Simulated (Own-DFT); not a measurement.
# Response to strain: 4H SiC, 72 atoms (C36Si36)

These are calculations, not measurements. They come from Own-DFT, an in-house plane-wave density functional program, since retired, whose code no person has reviewed. Each row is one single-point run on a periodic cell that was not relaxed, without spin or spin-orbit coupling.

Settings of every run: PBE; PseudoDojo norm-conserving scalar-relativistic files; cutoff 42 hartree; 4 x 4 x 3 k mesh centred on Gamma; Fermi-Dirac smearing of 0.1 eV.

Known limits: forces on such cells passed a denser k mesh, each cell not checked; stress not checked against mesh or cutoff.

Unstrained cell vectors in Å: (9.248, 0.000, 0.000); (-4.624, 8.009, 0.000); (0.000, 0.000, 10.068). The unstrained cell has measured lattice constants (interpolated for alloys), not those of this functional. That, the random moves and any unrelaxed bonds set the pressure at no strain. Each run strains this cell uniformly, with the atoms carried along. Every atom was also moved at random, by a Gaussian of width 0.05 Å on each axis. Strain is the symmetric tensor, in per cent. Stress is positive in tension, and the pressure is minus a third of its trace.

```
run  e_xx (%)  e_yy (%)  e_zz (%)  e_yz (%)  e_xz (%)  e_xy (%)  s_xx (GPa)  s_yy (GPa)  s_zz (GPa)  s_yz (GPa)  s_xz (GPa)  s_xy (GPa)  P (GPa)  E (meV/atom)
  1     -1.06     -0.77      0.27     -0.36     -1.92     -1.78      -12.03      -10.72       -7.15       -2.24       -8.30       -9.58     9.97          37.3
  2      1.10     -1.18      0.33      0.43      0.68     -1.10        0.63      -10.76       -3.95        2.44        2.17       -5.76     4.69           4.6
  3     -0.83      0.52     -0.80     -0.68      1.35      0.77      -10.35       -2.02      -12.20       -2.79        5.63        4.36     8.19           8.3
  4     -0.25      0.86     -1.93     -0.47      0.09      0.83       -6.71       -0.68      -17.94       -1.30        0.25        4.67     8.44           7.2
  5      1.55     -1.33     -0.09     -1.74     -1.44     -1.84        3.10      -13.19       -6.65       -6.83       -5.12       -7.40     5.58          17.5
  6      0.90      0.47     -1.90     -0.41     -1.64      1.23       -0.54       -3.42      -15.90       -1.44       -6.46        5.77     6.62           9.6
  7     -1.60      1.62      0.12     -1.06     -0.55     -0.50      -12.57        2.68       -5.28       -4.04       -2.67       -3.02     5.06           0.0
  8      1.31     -1.49     -0.62     -1.14     -1.47     -0.93       -0.63      -12.05       -9.02       -4.29       -4.36       -2.55     7.23          20.6
  9      0.74      0.52      0.13      0.47      0.07      1.90       -0.40       -1.61       -5.24        1.23        0.35        7.72     2.42           5.5
 10      1.68      0.96      1.01      1.63      0.51      0.59        5.68        2.56       -0.59        4.32        1.42        2.24    -2.55           1.0
 11      0.40      1.50      0.88     -1.98     -1.51      0.77       -2.35        3.21       -0.69       -6.25       -3.97        5.22    -0.05          18.2
 12      0.51     -0.25     -1.94     -1.42     -1.11      1.17       -1.59       -6.02      -21.34       -4.05       -3.89        6.19     9.65          24.4
 13     -1.93      1.78     -0.62      0.66      1.88      0.83      -14.24        3.76      -11.30        2.65        4.57        4.35     7.26          15.3
 14     -0.72     -0.21      1.22     -0.12      0.93      1.72       -9.29       -7.53        0.72       -0.14        2.64        7.77     5.37          25.7
 15      1.14      0.22     -1.81      1.17     -1.24      1.28        0.77       -3.28      -17.23        4.75       -4.47        6.25     6.58           4.1
 16     -1.83     -1.62     -0.49      1.48      1.97     -1.64      -18.33      -17.22      -11.38        5.95        8.34       -7.63    15.65          52.6
 17     -1.49     -0.26      0.77     -1.14      0.63     -1.01           ?           ?           ?           ?           ?           ?        ?             ?
```

E is the free energy for each atom above the lowest run shown.

## Worked fit

Each stress component was fitted by least squares to a constant and the strains of the runs shown, as fractions, with shears doubled. Shear strains stay in the fit of a normal stress only where such slopes are resolved. The slopes, in GPa:

```
stress,at no strain,per e_xx,per e_yy,per e_zz,scatter
s_xx,-5.3,578 ± 17,100 ± 19,22 ± 19,0.80
s_yy,-5.4,87 ± 18,592 ± 20,10 ± 20,0.84
s_zz,-6.8,58 ± 27,34 ± 29,613 ± 30,1.25
```

Each shear stress against twice its own strain: yz 168 ± 11, xz 193 ± 16, xy 227 ± 12 GPa. These are stiffnesses along x, y and z of the frame in which the cell vectors are given, which need not be the crystal's axes. The atoms are held to the strained lattice; where symmetry lets them move under strain, relaxing them would lower some slopes. The table should be nearly symmetric about its diagonal, and what it lacks of that shows the noise. A ninth of its sum, 233 ± 6 GPa, estimates the bulk modulus near the mean pressure of these runs, 6.3 GPa, so it lies above the value at zero pressure.

## Withheld run

Question: what normal stresses and pressure should run 17 give?

The fit gives s_xx = -14.1, s_yy = -8.1, s_zz = -3.0 and P = 8.4 GPa. The calculation gave -12.93, -8.30, -0.85 and P = 7.36 GPa.
